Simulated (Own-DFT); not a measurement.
# A layer strained by its substrate: wurtzite GaN, 72 atoms (Ga36N36)

No measurement is shown. These are fixed-geometry runs of a retired plane-wave code named Own-DFT, which no person has reviewed; spin and spin-orbit coupling are neglected.

All runs used: PBE; PseudoDojo norm-conserving scalar-relativistic files (stringent for Ga); cutoff 96 hartree; 4 x 4 x 3 k mesh centred on Gamma; Gaussian smearing of 0.01 eV.

Limits: forces not confirmed at this smearing and k mesh; stress not checked against mesh or cutoff.

Unstrained cell vectors in Å: (9.567, 0.000, 0.000); (-4.784, 8.285, 0.000); (0.000, 0.000, 10.370). The unstrained cell has measured lattice constants (interpolated for alloys), not those of this functional. That, the random moves and any unrelaxed bonds set the pressure at no strain. Each run strains x and y alike by e, as a substrate would, and holds the height along z. All atoms carry random offsets, Gaussian with a width of 0.05 Å per axis. Stress is positive in tension.

| e (%) | u (Å) | (s_xx + s_yy)/2 (GPa) | s_zz (GPa) |
|---|---|---|---|
| -2.75 | 0.046 | -23.20 | -11.58 |
| -1.75 | 0.046 | -17.26 | -8.95 |
| -0.75 | 0.046 | -10.40 | -8.46 |
| 0.50 | 0.050 | -4.04 | -6.88 |
| 0.75 | 0.049 | -2.73 | -6.78 |
| 1.00 | 0.049 | -0.95 | -7.40 |
| 1.25 | 0.052 | -0.62 | -6.09 |
| 1.75 | 0.046 | ? | ? |
| 2.25 | 0.054 | 3.82 | -5.09 |
| 2.50 | 0.047 | 5.24 | -4.72 |

## Worked fit

With e as a fraction, the in-plane stress is -6.5 + 535 e - 2838 e² GPa (errors 8 and 485, scatter 0.38), and s_zz is -7.7 + 117 e GPa (slope ± 11, scatter 0.53). At e = 0 the first slope is C11 + C12 and the second 2 C13, both with the ions held to the strained lattice and at the cell's own pressure. The term in e² is negative: the layer stiffens under compression and softens under tension. A free layer would change its height as e changes, and the in-plane slope would drop by 2 C13²/C33 to the biaxial modulus. At fixed height, a misfit of 1 % moves the in-plane stress by about 5.4 GPa and s_zz by 1.2 GPa.

## The run left out

The question: what are the two stresses at e = 1.75 %?

Estimate: 2.0 and -5.7 GPa. Computed: 1.42 and -3.83 GPa. That is outside the usual scatter, by luck or through something left out of the fit.
